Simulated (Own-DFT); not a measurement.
## Calculated data, Hf36O71 (tetragonal hafnia with one neutral oxygen vacancy, atoms displaced)

All values are calculated (Own-DFT development build). A calculation, not a measurement: plane-wave PBE and HSE06 DFT by an unreviewed code, no spin, of a simulated cell at Gamma alone, so results move with cell size and shape, stress positive in tension, energies less offsets, not probed for a lower state with spin; hafnium file: forces about 75 meV/angstrom off all-electron values; oxygen file: force components 24 meV/angstrom off all-electron in a glass; k mesh not checked against a denser one; forces and stress are PBE's, HSE06 gives the energy alone, and its difference from PBE has offsets of its own; offsets are fitted by least squares, one for each functional and potential file, so energies compare only between cells with the same atoms and settings and are not formation energies; the far tail of each file's local potential was reset to the Coulomb form; each entry is a single point on an unrelaxed cell, so the pressure reflects the starting lattice, taken from the Materials Project, from which strain is counted, and rises with the displacements; printed positions are rounded, which can move forces by about a meV/angstrom; the program is a retired in-house code; no spin-orbit coupling.

Common to all runs: first functional PBE; second functional HSE06; exact exchange share 0.25; screening 0.11 1/bohr; exchange divergence Gygi-Baldereschi; potential files PseudoDojo norm-conserving, scalar-relativistic, made for PBE, standard set; wave cutoff 48 hartree; occupations fixed; k mesh 1 x 1 x 1 centred on Gamma.

(1) Hf36O71 (tetragonal hafnia with one neutral oxygen vacancy, atoms displaced)

```
Hf36O71
1.0
     10.7800     0.0000     0.0000
      0.0000    10.7800     0.0000
      0.0000     0.0000    10.4493
Hf O Hf O Hf O Hf O Hf O Hf O Hf O Hf O Hf O Hf O Hf O Hf O Hf O Hf O Hf O Hf O Hf O Hf O
2 4 2 4 2 4 2 3 2 4 2 4 2 4 2 4 2 4 2 4 2 4 2 4 2 4 2 4 2 4 2 4 2 4 2 4
Direct
  0.99848 0.99285 0.99931
  0.16596 0.16613 0.25614
  0.00300 0.16678 0.16013
  0.16891 0.00103 0.35137
  0.99635 0.16855 0.40200
  0.16098 0.00407 0.09639
  0.99814 0.00112 0.50076
  0.16973 0.17100 0.75116
  0.99853 0.17024 0.65207
  0.16899 0.00170 0.85206
  0.99688 0.16703 0.90894
  0.16906 0.99557 0.60012
  0.99893 0.32683 0.99929
  0.16699 0.49908 0.25830
  0.99882 0.49724 0.15502
  0.16485 0.33437 0.35004
  0.00224 0.49930 0.40414
  0.16866 0.33681 0.10045
  0.00609 0.33339 0.49497
  0.16906 0.50528 0.74871
  0.00614 0.49612 0.65001
  0.16266 0.33686 0.85076
  0.16457 0.32904 0.59671
  0.00313 0.66543 0.00233
  0.16540 0.83412 0.25415
  0.00031 0.83539 0.15636
  0.16925 0.66657 0.35178
  0.00196 0.82866 0.40110
  0.16796 0.66570 0.09512
  0.99994 0.66627 0.50114
  0.16415 0.83025 0.75246
  0.00010 0.83165 0.65449
  0.16561 0.66520 0.84921
  0.00226 0.83494 0.89971
  0.16356 0.66623 0.60289
  0.33347 0.99571 0.99621
  0.49833 0.16724 0.25228
  0.33311 0.16629 0.15554
  0.50283 0.99648 0.34030
  0.33244 0.15976 0.40113
  0.50602 0.00344 0.09720
  0.33608 0.00083 0.50561
  0.50163 0.16751 0.75311
  0.33285 0.16482 0.65330
  0.49760 0.00492 0.84759
  0.33343 0.16052 0.90588
  0.49588 0.99455 0.59637
  0.33414 0.33534 0.99978
  0.50437 0.49967 0.25174
  0.33207 0.50583 0.15220
  0.49876 0.33324 0.35095
  0.33643 0.49959 0.40393
  0.50102 0.32784 0.10585
  0.33293 0.33365 0.49938
  0.50105 0.49794 0.74570
  0.33745 0.50233 0.65378
  0.50002 0.32863 0.84631
  0.33828 0.50432 0.89851
  0.50179 0.33331 0.59853
  0.33048 0.66423 0.99390
  0.49809 0.83595 0.24975
  0.33198 0.83117 0.15251
  0.49959 0.66521 0.34513
  0.33791 0.83078 0.40009
  0.49723 0.66959 0.09931
  0.33455 0.66555 0.50414
  0.49715 0.82975 0.75181
  0.33564 0.83017 0.65060
  0.50214 0.66994 0.85157
  0.33304 0.83588 0.90125
  0.49697 0.66854 0.59864
  0.66372 0.99990 0.99660
  0.83151 0.16741 0.24810
  0.66706 0.16539 0.15154
  0.82983 0.00164 0.34937
  0.66808 0.16996 0.40424
  0.83090 0.00276 0.09637
  0.66652 0.00080 0.49963
  0.82921 0.16898 0.75060
  0.66876 0.16490 0.65562
  0.84052 0.99839 0.84503
  0.66479 0.16680 0.90384
  0.83099 0.99822 0.59824
  0.66353 0.33173 0.00007
  0.83529 0.49973 0.24739
  0.67105 0.50440 0.15206
  0.83105 0.33243 0.34488
  0.66594 0.50189 0.40627
  0.83406 0.33576 0.10097
  0.66518 0.33356 0.50045
  0.83019 0.49680 0.74689
  0.66530 0.49944 0.64948
  0.82934 0.33390 0.84996
  0.66936 0.50310 0.90176
  0.83310 0.33376 0.59438
  0.67071 0.66450 0.99836
  0.82939 0.83449 0.25246
  0.66566 0.83107 0.15702
  0.83480 0.66501 0.35073
  0.66538 0.83315 0.39910
  0.82886 0.66840 0.10019
  0.66265 0.66775 0.49931
  0.83365 0.83363 0.74780
  0.66712 0.83291 0.64989
  0.83023 0.66296 0.84367
  0.66721 0.83100 0.90171
  0.83225 0.66573 0.59761
```

- PBE energy of cell above offsets: -100.750 eV
- HSE06 less PBE above offsets: -0.144 eV
- PBE pressure: 0.9 GPa
- PBE stress xx: 0.13 GPa
- PBE stress yy: -1.34 GPa
- PBE stress zz: -1.5 GPa
- PBE stress yz: -0.58 GPa
- PBE stress xz: -0.47 GPa
- PBE stress xy: -0.04 GPa

Force:
```tsv
element	x (eV/Å)	y (eV/Å)	z (eV/Å)
Hf	0.01	1.168	0.553
Hf	0.342	-0.576	-1.254
O	-0.672	0.392	-0.387
O	-0.515	-0.45	-0.032
O	0.405	-0.746	0.308
O	1.117	-0.384	0.234
Hf	0.441	-0.101	0.031
Hf	-0.894	-0.803	0.219
O	0.236	-0.508	0.444
O	-0.204	-0.227	-0.814
O	0.069	-0.589	-0.587
O	-0.685	0.166	-0.058
Hf	0.485	1.381	0.92
Hf	0.103	0.525	-1.588
O	0.744	0.638	-0.352
O	0.378	-0.321	0.547
O	0.124	0.281	-0.324
O	0.042	-0.174	-0.483
Hf	-1.493	-0.131	0.933
Hf	-0.919	-0.787	0.125
O	-0.862	0.158	0.953
O	0.333	-0.042	-0.318
O	1.473	0.079	0.206
Hf	-0.682	-0.569	0.062
Hf	0.543	0.191	-0.277
O	-0.339	-0.103	-0.415
O	-0.087	-0.132	-0.092
O	-0.055	1.11	0.55
O	-0.75	0.138	0.153
Hf	-0.658	-0.114	-0.066
Hf	0.321	1.416	-0.498
O	-0.029	0.099	-0.37
O	-0.218	0.106	0.294
O	0.101	-1.419	0.153
O	0.843	-0.017	-0.065
Hf	-0.561	0.617	1.632
Hf	0.125	-0.307	-0.656
O	-0.121	0.097	0.034
O	0.092	1.411	1.187
O	0.303	1.489	0.566
O	-1.197	-0.362	-0.34
Hf	-1.155	-1.081	-0.943
Hf	-0.336	-0.627	-0.59
O	0.426	0.338	0.036
O	0.328	-1.221	-0.106
O	-0.116	1.953	-0.366
O	1.439	0.515	0.217
Hf	-0.646	-0.424	0.967
Hf	-0.461	0.76	-0.593
O	0.427	-0.636	0.231
O	-0.13	-0.041	0.158
O	-0.408	-0.339	0.238
O	-0.239	0.665	-1.067
Hf	0.379	-0.595	-0.129
Hf	0.42	0.601	1.012
O	-0.597	-0.366	-0.567
O	-0.052	1.24	0.655
O	-0.006	-1.41	-0.139
O	-0.772	-0.084	0.242
Hf	1.276	0.63	1.984
Hf	-0.173	-1.444	-0.672
O	-0.434	0.718	-0.189
O	0.211	-0.04	0.676
O	-0.231	0.358	0.756
O	0.425	-0.41	-0.847
Hf	-0.581	0.931	-0.984
Hf	0.734	0.542	-0.221
O	-0.825	-0.249	0.536
O	-0.291	-0.845	-0.866
O	0.005	-0.999	-0.602
O	0.752	-0.231	0.353
Hf	0.561	-0.494	0.77
Hf	0.281	0.078	-0.038
O	-0.186	0.416	0.116
O	0.227	-0.251	0.161
O	-0.392	-0.687	0.109
O	0.129	-0.271	-0.088
Hf	-0.055	-0.495	-0.345
Hf	1.492	-0.401	0.086
O	-0.954	-0.073	-0.375
O	-0.551	0.422	-0.079
O	0.217	0.052	-0.442
O	0.41	-0.011	-0.242
Hf	0.921	0.403	0.756
Hf	-0.165	-0.018	0.567
O	-1.028	-0.468	-0.036
O	0.036	0.528	0.133
O	-0.291	-0.498	-0.441
O	-0.506	-0.393	-0.843
Hf	0.863	0.42	-0.458
Hf	0.897	0.395	-0.059
O	-0.297	0.036	0.282
O	0.297	-0.011	-0.155
O	-0.58	-1.388	-0.288
O	0.019	0.115	0.281
Hf	-1.197	0.604	0.748
Hf	-0.02	-0.495	-0.124
O	0.262	0.278	-0.558
O	-0.036	0.223	-0.319
O	0.194	0.076	0.705
O	1.693	0.093	-0.399
Hf	0.748	0.388	-0.237
Hf	-0.521	-0.373	0.115
O	-0.461	0.016	0.277
O	0.698	0.343	0.302
O	0.114	0.756	-0.049
O	0.12	-0.123	-0.138
```

(2) Hf36O71 (tetragonal hafnia with one neutral oxygen vacancy, atoms displaced)

```
Hf36O71
1.0
     10.7800     0.0000     0.0000
      0.0000    10.7800     0.0000
      0.0000     0.0000    10.4493
Hf O Hf O Hf O Hf O Hf O Hf O Hf O Hf O Hf O Hf O Hf O Hf O Hf O Hf O Hf O Hf O Hf O Hf O
2 4 2 4 2 4 2 4 2 4 2 4 2 4 2 4 2 4 2 4 2 4 2 4 2 4 2 3 2 4 2 4 2 4 2 4
Direct
  0.99658 0.00217 0.99966
  0.16812 0.17098 0.24085
  0.00332 0.16782 0.15910
  0.16700 0.00218 0.34424
  0.00314 0.16373 0.40480
  0.16435 0.00182 0.10008
  0.99929 0.99869 0.49891
  0.17224 0.16102 0.74854
  0.00032 0.16543 0.65099
  0.16491 0.00220 0.84725
  0.00331 0.16492 0.90315
  0.16591 0.00378 0.59752
  0.99956 0.33396 0.99896
  0.16415 0.49828 0.24950
  0.00314 0.49886 0.15139
  0.16505 0.32956 0.35075
  0.99936 0.50140 0.40394
  0.17103 0.33663 0.09542
  0.99817 0.33763 0.50092
  0.16746 0.50049 0.75161
  0.99404 0.49978 0.65528
  0.16298 0.33395 0.85408
  0.99865 0.49867 0.90240
  0.16399 0.33404 0.59892
  0.00224 0.66558 0.00573
  0.16583 0.83330 0.24828
  0.00279 0.83381 0.15134
  0.16869 0.66720 0.34855
  0.99963 0.83924 0.40052
  0.17014 0.66779 0.09887
  0.00133 0.66447 0.49322
  0.16483 0.83451 0.75110
  0.00186 0.83506 0.65335
  0.16353 0.66801 0.85143
  0.99991 0.83514 0.90300
  0.16840 0.66592 0.59473
  0.33360 0.99959 0.00011
  0.50363 0.16678 0.24873
  0.33763 0.16334 0.15242
  0.50531 0.00131 0.34925
  0.33160 0.16594 0.39966
  0.49551 0.00015 0.09558
  0.33577 0.99508 0.49851
  0.49985 0.16744 0.74772
  0.33173 0.17006 0.65625
  0.49725 0.00067 0.84940
  0.33200 0.17101 0.90154
  0.49771 0.99575 0.60208
  0.33475 0.33100 0.00021
  0.50042 0.49895 0.25178
  0.33293 0.50455 0.15190
  0.50001 0.33432 0.34645
  0.33659 0.50173 0.40289
  0.50230 0.33536 0.09410
  0.33306 0.33006 0.50299
  0.50013 0.50307 0.74971
  0.33153 0.50287 0.65107
  0.50228 0.33277 0.85049
  0.33022 0.49577 0.89894
  0.50412 0.33282 0.59718
  0.33073 0.66746 0.99440
  0.50004 0.83359 0.24652
  0.33699 0.83609 0.15368
  0.49585 0.66260 0.34552
  0.32956 0.83623 0.39772
  0.50007 0.66909 0.09767
  0.33534 0.66725 0.50019
  0.49975 0.82878 0.74997
  0.33221 0.83598 0.65097
  0.49938 0.66781 0.84356
  0.33051 0.83604 0.90386
  0.49880 0.66748 0.59513
  0.66353 0.99780 0.00195
  0.83578 0.16862 0.25180
  0.66643 0.16220 0.15375
  0.82961 0.00185 0.35204
  0.66704 0.17062 0.40498
  0.83506 0.99842 0.10253
  0.66750 0.00150 0.49889
  0.83016 0.17299 0.75008
  0.66926 0.17030 0.65031
  0.66538 0.17027 0.90385
  0.83473 0.99592 0.59748
  0.66729 0.33265 0.99765
  0.83559 0.50154 0.25045
  0.66824 0.50320 0.15876
  0.82942 0.32643 0.35170
  0.66814 0.49750 0.40844
  0.83416 0.33712 0.10110
  0.66659 0.33523 0.50548
  0.83250 0.49669 0.75207
  0.66968 0.49699 0.65311
  0.83668 0.33512 0.84476
  0.66408 0.50247 0.90169
  0.83237 0.32788 0.59838
  0.66543 0.67069 0.00026
  0.83140 0.83796 0.25157
  0.66442 0.82918 0.14881
  0.83109 0.66220 0.35121
  0.66521 0.83214 0.40400
  0.83487 0.66654 0.10112
  0.66776 0.66343 0.49989
  0.83543 0.83659 0.75368
  0.67279 0.83572 0.65411
  0.83205 0.66556 0.84675
  0.67018 0.83264 0.90150
  0.82950 0.66907 0.59587
```

* PBE energy of cell above offsets: -100.857 eV
* HSE06 less PBE above offsets: -0.136 eV
* PBE pressure: 0.78 GPa
* PBE stress xx: -0.7 GPa
* PBE stress yy: -0.26 GPa
* PBE stress zz: -1.39 GPa
* PBE stress yz: -0.46 GPa
* PBE stress xz: 0.01 GPa
* PBE stress xy: -0.04 GPa

Force:
```tsv
element	x (eV/Å)	y (eV/Å)	z (eV/Å)
Hf	0.632	-0.401	0.047
Hf	0.758	-1.203	2.03
O	-1.195	0.322	-1.22
O	0.059	-0.291	-0.206
O	-0.573	0.79	-0.121
O	0.482	-0.053	-0.821
Hf	0.467	1.234	0.613
Hf	-2.078	1.126	0.198
O	-0.326	0.217	0.864
O	0.374	-0.791	0.224
O	-0.918	0.337	0.389
O	0.746	-0.224	0.008
Hf	0.736	-0.131	-0.313
Hf	1.704	-0.083	0.461
O	-0.401	0.213	0.072
O	-0.021	1.203	-0.504
O	0.049	-0.459	-0.813
O	-0.759	-0.329	0.73
Hf	0.332	-1.984	0.315
Hf	-0.488	-0.727	0.005
O	1	0.045	-0.527
O	0.042	-0.099	-0.994
O	0.03	0.476	0.476
O	0.455	0.395	-0.001
Hf	-0.42	0.33	-0.861
Hf	0.597	0.996	0.495
O	-0.915	-0.386	0.223
O	-0.639	-0.307	-0.284
O	-0.235	-1.667	-0.396
O	-0.36	0.061	-0.101
Hf	-0.453	1.337	1.433
Hf	-0.216	0.236	-0.359
O	-0.04	-0.253	0.095
O	0.325	-0.144	-0.297
O	-0.375	-0.037	0.151
O	-0.619	-0.051	0.308
Hf	-0.749	0.637	0.115
Hf	-0.453	0.274	0.925
O	-0.138	0.463	-0.556
O	-0.108	-0.26	-0.286
O	0.475	0.065	0.853
O	0.976	-0.201	0.393
Hf	-0.877	0.735	-0.379
Hf	0.32	-0.151	0.48
O	1.213	0.222	-0.852
O	0.237	-0.199	-0.102
O	0.055	-0.984	-0.038
O	0.545	0.505	-0.413
Hf	0.142	0.538	-0.238
Hf	-0.566	-0.012	-0.302
O	0.008	-0.259	0.121
O	-0.1	-0.403	-0.021
O	-0.374	-0.825	0.376
O	0.15	-0.101	0.411
Hf	-0.302	0.254	-0.9
Hf	0.073	-1.163	-0.108
O	0.566	-0.196	0.33
O	-0.023	0.303	-0.841
O	0.299	0.967	0.032
O	-1.425	-0.008	0.571
Hf	0.343	-0.664	1.055
Hf	-0.244	-0.486	0.874
O	-0.808	-0.065	-0.513
O	0.318	1.151	0.109
O	0.503	-0.593	0.467
O	-0.298	0.011	-0.834
Hf	-0.569	-0.205	-0.806
Hf	0.57	1.854	-1.033
O	0.059	-0.334	0.302
O	-0.227	-0.287	0.696
O	0.15	-0.636	-0.382
O	0.584	0.045	0.691
Hf	0.441	0.569	-0.341
Hf	-0.166	-0.231	0.507
O	0.517	0.054	-0.371
O	-0.176	-0.19	-0.503
O	-0.316	-0.605	-0.092
O	-0.623	-0.145	-0.608
Hf	0.031	-0.174	0.364
Hf	1.31	-1.509	-0.612
O	-0.784	-0.512	0.51
O	0.549	-1.024	-0.221
O	-0.395	0.252	0.445
Hf	-0.347	0.869	0.542
Hf	-0.85	-0.706	0.018
O	0.107	-0.015	-0.259
O	0.712	1.657	-0.338
O	-0.075	0.315	-0.563
O	-0.15	-0.372	-0.457
Hf	0.495	-0.538	-0.952
Hf	0.118	1.708	-0.162
O	-0.884	0.17	0.19
O	-0.247	-0.506	1.114
O	-0.055	-0.305	0.357
O	0.373	0.408	0.283
Hf	0.705	-0.89	0.42
Hf	0.413	-0.537	0.086
O	0.597	0.601	0.186
O	0.336	1.054	-0.516
O	0.164	-0.076	-0.423
O	-0.072	-0.03	-0.164
Hf	0.436	0.563	0.048
Hf	0.075	0.022	-0.437
O	-1.418	-0.126	0.389
O	0.134	0.154	0.165
O	-0.107	0.592	0.108
O	1.062	-0.185	-0.221
```
